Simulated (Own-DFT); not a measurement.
# Computed records: AlGa3N4 (wurtzite random alloy, strained, atoms displaced)

A calculation, not a measurement: plane-wave PBE density functional theory by an unreviewed code, no spin, of a simulated periodic cell, stress positive in tension, free energy of the whole cell less one offset for each atom, forces on such cells passed a denser k mesh, this cell's mesh not checked; offsets are fitted by least squares, one for each functional and potential file, so energies compare only between cells with the same atoms and settings and are not formation energies; the far tail of each file's local potential was reset to the Coulomb form; each entry is a single point on an unrelaxed cell, so the pressure reflects the starting lattice, mostly measured values, from which strain is counted, and rises with the displacements; printed positions are rounded, which can move forces by about a meV/angstrom; the program is a retired in-house code; no spin-orbit coupling. Program: Own-DFT development build.

AlGa3N4 (wurtzite random alloy, strained, atoms displaced)

```
AlGa3N4
1.0
      9.7945     0.0000     0.0000
     -4.8973     8.4823     0.0000
      0.0000     0.0000    10.2685
Ga N Ga N Ga Al N Ga N Ga N Ga N Al Ga N Ga N Ga Al N Ga N Ga N Ga N Al N Ga Al N Ga Al N Ga N Ga N Al N
2 2 2 2 1 1 2 2 2 2 2 2 2 1 1 2 2 2 1 1 2 2 2 2 2 2 2 2 2 1 1 2 1 1 2 2 2 2 2 2 2
Direct
  0.11667 0.22777 0.00542
  0.23787 0.12165 0.24403
  0.11186 0.21696 0.18862
  0.23266 0.11898 0.43515
  0.12175 0.23498 0.49461
  0.22789 0.11102 0.75024
  0.11164 0.22573 0.69701
  0.23145 0.11495 0.94605
  0.11215 0.55406 0.99550
  0.21430 0.43270 0.24328
  0.10831 0.55503 0.18745
  0.22302 0.43742 0.44421
  0.10157 0.54605 0.50205
  0.21810 0.44138 0.75873
  0.10243 0.54054 0.69245
  0.22204 0.44143 0.93864
  0.10306 0.88949 0.00052
  0.21538 0.77707 0.24987
  0.12042 0.89581 0.18284
  0.22124 0.76431 0.45479
  0.10891 0.88508 0.49507
  0.21906 0.78479 0.75579
  0.10265 0.88160 0.69542
  0.21335 0.76528 0.94190
  0.45546 0.23027 0.00020
  0.54308 0.10758 0.24011
  0.43880 0.22343 0.18189
  0.55372 0.10754 0.44206
  0.43841 0.22046 0.50093
  0.55815 0.11493 0.74859
  0.45793 0.22434 0.68963
  0.55693 0.10484 0.93704
  0.44067 0.56079 0.00593
  0.55399 0.44180 0.24170
  0.44514 0.56446 0.19200
  0.56723 0.44961 0.45044
  0.44187 0.55102 0.50420
  0.55811 0.44041 0.74605
  0.42903 0.55038 0.68237
  0.55133 0.43537 0.93319
  0.43840 0.87752 0.99931
  0.55810 0.77895 0.24968
  0.44729 0.88721 0.19218
  0.55118 0.77326 0.43983
  0.44529 0.88955 0.49540
  0.56031 0.77857 0.76020
  0.43127 0.88035 0.69319
  0.54906 0.76492 0.93136
  0.78177 0.22799 0.99006
  0.89714 0.11836 0.24925
  0.77866 0.22365 0.18161
  0.89123 0.11477 0.43067
  0.77319 0.22170 0.50335
  0.89496 0.11430 0.74180
  0.77806 0.21425 0.68975
  0.88942 0.11390 0.93895
  0.76836 0.55254 0.00722
  0.89936 0.44628 0.25866
  0.77952 0.55571 0.18975
  0.88955 0.43832 0.44418
  0.77679 0.55612 0.49836
  0.89022 0.44896 0.75205
  0.78084 0.55385 0.68552
  0.89667 0.44626 0.94328
  0.78733 0.89951 0.00327
  0.88428 0.76579 0.25360
  0.79023 0.89124 0.18249
  0.90545 0.79394 0.44317
  0.77774 0.88994 0.49459
  0.89815 0.77883 0.74003
  0.77331 0.88540 0.68821
  0.89077 0.78257 0.94016
```

- functional: PBE
- potential files: PseudoDojo norm-conserving, scalar-relativistic, standard set with the stringent files for Ga
- wave cutoff: 96 hartree
- occupations: Gaussian
- smearing width: 0.01 eV
- k mesh: 4 x 4 x 3 centred on Gamma
- free energy of cell above offsets: -8.200 eV
- pressure: -3.22 GPa
- stress xx: 6.69 GPa
- stress yy: 6.44 GPa
- stress zz: -3.48 GPa
- stress yz: 0.65 GPa
- stress xz: -0.39 GPa
- stress xy: -1.41 GPa

Force:
```
element  x (eV/Å)  y (eV/Å)  z (eV/Å)
     Ga    -0.121    -1.155    -1.803
     Ga    -2.094    -1.991     0.642
      N    -0.488     1.074     1.153
      N    -0.914    -0.977     0.195
     Ga    -0.473    -2.854     1.401
     Ga     -0.55     0.301     0.533
      N      0.49    -1.248    -1.079
      N     0.197     0.238    -0.425
     Ga    -0.192    -0.436     0.549
     Al     0.043     1.632     1.165
      N      0.68    -0.882     1.121
      N    -0.589     2.063    -2.703
     Ga     1.465     0.107     0.977
     Ga     0.144     0.358     -1.98
      N    -0.105     1.281     0.079
      N     0.146     0.451     1.999
     Ga     1.094     0.116      -0.8
     Ga     1.028    -0.216     0.408
      N     -0.51    -0.417     2.005
      N    -1.185     1.177    -2.048
     Ga     2.277     1.262     1.108
     Ga     0.932     -1.53    -0.777
      N     0.717     1.552    -1.127
      N     0.037     1.678     0.251
     Al    -0.373    -1.799    -1.449
     Ga     2.062     0.487     0.948
      N     1.897     2.072    -0.006
      N    -0.613     0.547    -1.034
     Ga     1.784     0.529     0.078
     Ga      0.87    -1.764      0.02
      N    -1.854    -0.339    -0.225
      N    -0.362     1.146     1.263
     Ga     0.669    -0.978    -1.168
     Al     0.023     0.815     1.429
      N     0.421    -2.437     0.399
      N    -1.712    -1.008    -2.717
     Ga     0.063     0.599    -1.228
     Ga    -0.901     1.064    -0.487
      N     1.621     0.251      2.51
      N    -0.001     0.736     1.566
     Ga    -0.081     0.675    -0.416
     Ga     0.419     0.814     0.352
      N    -0.821    -0.253    -0.428
      N     1.394     0.643    -0.005
     Ga     0.087    -0.666     1.365
     Ga    -0.964     -0.38    -4.192
      N     1.174     1.104    -0.275
      N     0.142      1.18     3.878
     Al     0.167     -0.83      0.89
     Al    -1.002    -0.911    -0.915
      N     0.413     0.486     0.663
      N      0.15    -0.731     0.999
     Ga     0.477    -0.721    -0.656
     Al      -0.3    -0.877     1.026
      N     0.146     0.502     0.559
      N    -0.065     0.704    -0.812
     Ga     1.115     0.718    -2.061
     Al    -0.943    -1.109    -1.496
      N    -0.163    -1.564     1.709
      N    -1.003     0.591    -1.354
     Ga     1.329     0.505     0.289
     Ga     0.288    -0.829    -0.028
      N    -0.302     1.101     0.871
      N    -1.676    -0.761    -0.312
     Ga    -0.208    -0.684    -1.789
     Ga     0.198     2.141     -0.71
      N    -0.849     0.309     2.619
      N    -2.716    -1.911    -0.676
     Al    -0.402     0.392     0.557
     Al    -2.611     -0.81      1.59
      N     1.423     0.724    -0.723
      N    -0.441    -1.056    -1.264
```
